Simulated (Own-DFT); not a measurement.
## Calculated data, Si$_{2}$SnGe$_{13}$ (diamond-structure random alloy, atoms displaced)

A calculation, not a measurement: plane-wave density functional theory by an unreviewed code, no spin, of a simulated periodic cell, stress positive in tension, run twice, with PBE and with PBEsol, both on files made for PBE, so the change isn't that of files made for PBEsol, forces on such cells moved up to 12 meV/angstrom on a denser k mesh; the far tail of each file's local potential was reset to the Coulomb form; each entry is a single point on an unrelaxed cell, so the pressure reflects the starting lattice, mostly measured values (interpolated for alloys), from which strain is counted, and rises with the displacements; printed positions are rounded, which can move forces by about a meV/angstrom; the program, named Own-DFT, is a retired in-house code; no spin-orbit coupling; stress was not checked against mesh or cutoff. Program: Own-DFT development build.

Entry: Si$_{2}$SnGe$_{13}$ (diamond-structure random alloy, atoms displaced)

```xyz
64
Lattice="11.3631 0.0000 0.0000 0.0000 11.3631 0.0000 0.0000 0.0000 11.3631" Properties=species:S:1:pos:R:3 Si2SnGe13
Ge     0.0019    11.3494    11.3441
Ge     0.0035     2.8522     2.8380
Ge     2.8343    11.3220     2.7854
Ge     2.8733     2.8688     0.0507
Ge     1.3759     1.4512     1.3823
Ge     1.4690     4.2876     4.2585
Ge     4.2386     1.4222     4.2607
Ge     4.2484     4.2880     1.3955
Ge    11.3457    11.3357     5.7550
Ge     0.0306     2.8107     8.5005
Ge     2.8361     0.0625     8.5108
Ge     2.8447     2.8067     5.6901
Ge     1.4144     1.4810     7.0903
Si     1.4418     4.2472     9.9141
Ge     4.2575     1.4213     9.9309
Ge     4.2856     4.2250     7.1754
Si     0.0127     5.7213    11.3532
Ge     0.0196     8.4977     2.9269
Ge     2.8476     5.6967     2.8436
Ge     2.8830     8.5746    11.3451
Sn     1.4092     7.1103     1.4765
Ge     1.4352     9.9536     4.2774
Si     4.3063     7.1110     4.2407
Ge     4.2389     9.9868     1.3406
Sn     0.0241     5.7016     5.7106
Ge    11.3514     8.5344     8.5460
Ge     2.8550     5.6965     8.5268
Ge     2.8222     8.5377     5.6957
Ge     1.4368     7.0641     7.0526
Ge     1.4531     9.9821     9.9494
Ge     4.2508     7.1107     9.9741
Ge     4.1894     9.9488     7.0820
Ge     5.6715     0.0049    11.3434
Ge     5.6713     2.8156     2.8447
Si     8.5366    11.3541     2.8737
Ge     8.5766     2.8683     0.0022
Ge     7.0868     1.3889     1.4654
Ge     7.0956     4.3139     4.2159
Ge     9.9519     1.4216     4.3006
Ge     9.9122     4.2706     1.3312
Sn     5.7102    11.3557     5.7054
Ge     5.6858     2.8496     8.4867
Ge     8.5357     0.0135     8.4787
Ge     8.5180     2.8540     5.6183
Ge     7.0669     1.4423     7.0789
Si     7.0984     4.2943     9.9220
Ge     9.9706     1.4271     9.9943
Si     9.8982     4.1860     7.1054
Ge     5.6767     5.7435     0.0450
Sn     5.7254     8.5384     2.8170
Ge     8.5421     5.6588     2.8136
Ge     8.5725     8.4794    11.3281
Ge     7.0600     7.1179     1.4302
Ge     7.1002     9.8941     4.2577
Ge     9.9990     7.1501     4.2266
Ge     9.9321     9.9577     1.4867
Si     5.6837     5.7225     5.6647
Ge     5.6979     8.5160     8.5433
Ge     8.5158     5.7102     8.4993
Si     8.5394     8.5315     5.7423
Ge     7.0762     7.0709     7.1341
Ge     7.0769     9.9233     9.9522
Ge     9.9398     7.0766     9.9309
Ge     9.9487     9.9488     7.1398
```

Here we set functional PBE, then PBEsol, potential files PseudoDojo norm-conserving, scalar-relativistic, standard set, wave cutoff 49 hartree, occupations Fermi-Dirac, smearing width 0.1 eV and k mesh 3 x 3 x 3 centred on Gamma.

It finds PBE pressure 4.2 GPa; PBE stress xx -4.2 GPa; PBE stress yy -4.23 GPa; PBE stress zz -4.17 GPa; PBE stress yz -0.75 GPa; PBE stress xz -0.09 GPa; PBE stress xy -0.13 GPa; PBEsol pressure 1.36 GPa; PBEsol stress xx -1.36 GPa; PBEsol stress yy -1.39 GPa; PBEsol stress zz -1.33 GPa; PBEsol stress yz -0.71 GPa; PBEsol stress xz -0.09 GPa; PBEsol stress xy -0.13 GPa; rms change of force components from PBE to PBEsol 0.039 eV/Å.

Force:
```tsv
force element	PBE force x (eV/Å)	PBE force y (eV/Å)	PBE force z (eV/Å)	PBEsol force x (eV/Å)	PBEsol force y (eV/Å)	PBEsol force z (eV/Å)
Ge	-0.1	-0.136	0.478	-0.09	-0.12	0.46
Ge	-0.155	0.279	-0.022	-0.143	0.266	-0.023
Ge	-0.289	0.771	0.18	-0.277	0.745	0.174
Ge	-0.623	-0.071	-0.947	-0.571	-0.095	-0.887
Ge	0.317	-0.332	0.309	0.308	-0.325	0.3
Ge	0.51	-1.124	-0.624	0.495	-1.087	-0.609
Ge	-0.644	0.232	-0.857	-0.621	0.23	-0.826
Ge	0.522	0.031	0.585	0.498	0.031	0.568
Ge	0.392	0.355	-0.516	0.383	0.349	-0.497
Ge	-0.55	0.851	0.553	-0.522	0.757	0.529
Ge	-0.203	-0.273	-0.072	-0.193	-0.266	-0.066
Ge	0.202	0.681	-0.19	0.19	0.654	-0.182
Ge	0.025	-0.758	-0.099	0.023	-0.737	-0.091
Si	-0.305	0.407	0.478	-0.266	0.364	0.435
Ge	0.179	0.422	0.14	0.173	0.399	0.133
Ge	-0.174	0.854	-1.297	-0.191	0.792	-1.224
Si	-0.486	-1.472	-1.232	-0.514	-1.412	-1.177
Ge	-0.759	1.91	0.09	-0.736	1.844	0.097
Ge	1.583	-0.856	1.233	1.501	-0.866	1.165
Ge	-0.11	0.107	-0.543	-0.094	0.115	-0.527
Sn	0.124	0.313	-1.224	0.16	0.343	-1.133
Ge	-0.182	0.18	0.118	-0.18	0.16	0.117
Si	-1.035	-0.847	1.241	-1.059	-0.793	1.173
Ge	-0.084	0.354	0.021	-0.086	0.345	0.011
Sn	-1.452	-1.399	-0.323	-1.356	-1.316	-0.358
Ge	0.602	-0.242	-0.096	0.576	-0.229	-0.092
Ge	-0.266	-0.275	0.325	-0.224	-0.241	0.284
Ge	0.423	-0.667	-0.593	0.377	-0.61	-0.542
Ge	1.214	1.827	2.002	1.182	1.778	1.934
Ge	-0.175	-0.166	-0.324	-0.173	-0.157	-0.309
Ge	0.212	0.05	-0.329	0.209	0.056	-0.315
Ge	-0.129	-0.776	1.269	-0.13	-0.749	1.226
Ge	0.253	0.256	-0.062	0.235	0.24	-0.058
Ge	-0.219	0.508	-0.095	-0.21	0.492	-0.095
Si	-0.208	0.077	0.191	-0.205	0.075	0.188
Ge	-1.451	-0.34	-0.521	-1.358	-0.35	-0.471
Ge	0.661	-0.008	-0.244	0.6	0.021	-0.262
Ge	-0.343	-0.087	0.484	-0.293	-0.121	0.434
Ge	0.017	-0.437	-0.557	0.037	-0.389	-0.505
Ge	1.074	0.533	0.664	0.997	0.481	0.675
Sn	-0.636	-0.366	-0.615	-0.624	-0.352	-0.598
Ge	0.611	-0.019	1.121	0.551	-0.048	1.045
Ge	-0.364	0.336	0.76	-0.347	0.322	0.735
Ge	-0.259	0.241	0.606	-0.277	0.197	0.554
Ge	1.676	1.149	1.001	1.619	1.11	0.968
Si	-0.035	-0.057	0.299	-0.033	-0.051	0.29
Ge	-0.173	-0.184	-0.764	-0.162	-0.183	-0.738
Si	-0.287	-0.072	0.575	-0.285	-0.075	0.563
Ge	0.221	-0.881	-0.792	0.18	-0.819	-0.731
Sn	-1.581	0.305	-0.041	-1.489	0.334	-0.082
Ge	0.066	0.631	-0.162	0.056	0.604	-0.162
Ge	-0.52	0.45	0.605	-0.509	0.431	0.581
Ge	2.134	-1.244	-1.268	2.063	-1.211	-1.236
Ge	2.741	0.625	0.71	2.597	0.61	0.686
Ge	-2.056	0.202	0.364	-1.948	0.178	0.319
Ge	0.13	-0.163	-0.199	0.163	-0.194	-0.229
Si	-0.377	-0.343	0.038	-0.326	-0.377	0.08
Ge	-0.692	0.087	-0.239	-0.666	0.081	-0.219
Ge	0.133	-1.136	0.154	0.124	-1.029	0.152
Si	-0.089	-0.306	-0.496	-0.088	-0.299	-0.485
Ge	0.14	0.506	-0.9	0.146	0.495	-0.8
Ge	0.665	0.233	-0.129	0.635	0.22	-0.129
Ge	0.529	-0.197	0.041	0.47	-0.147	0.009
Ge	-0.35	-0.531	-0.262	-0.303	-0.475	-0.223
```
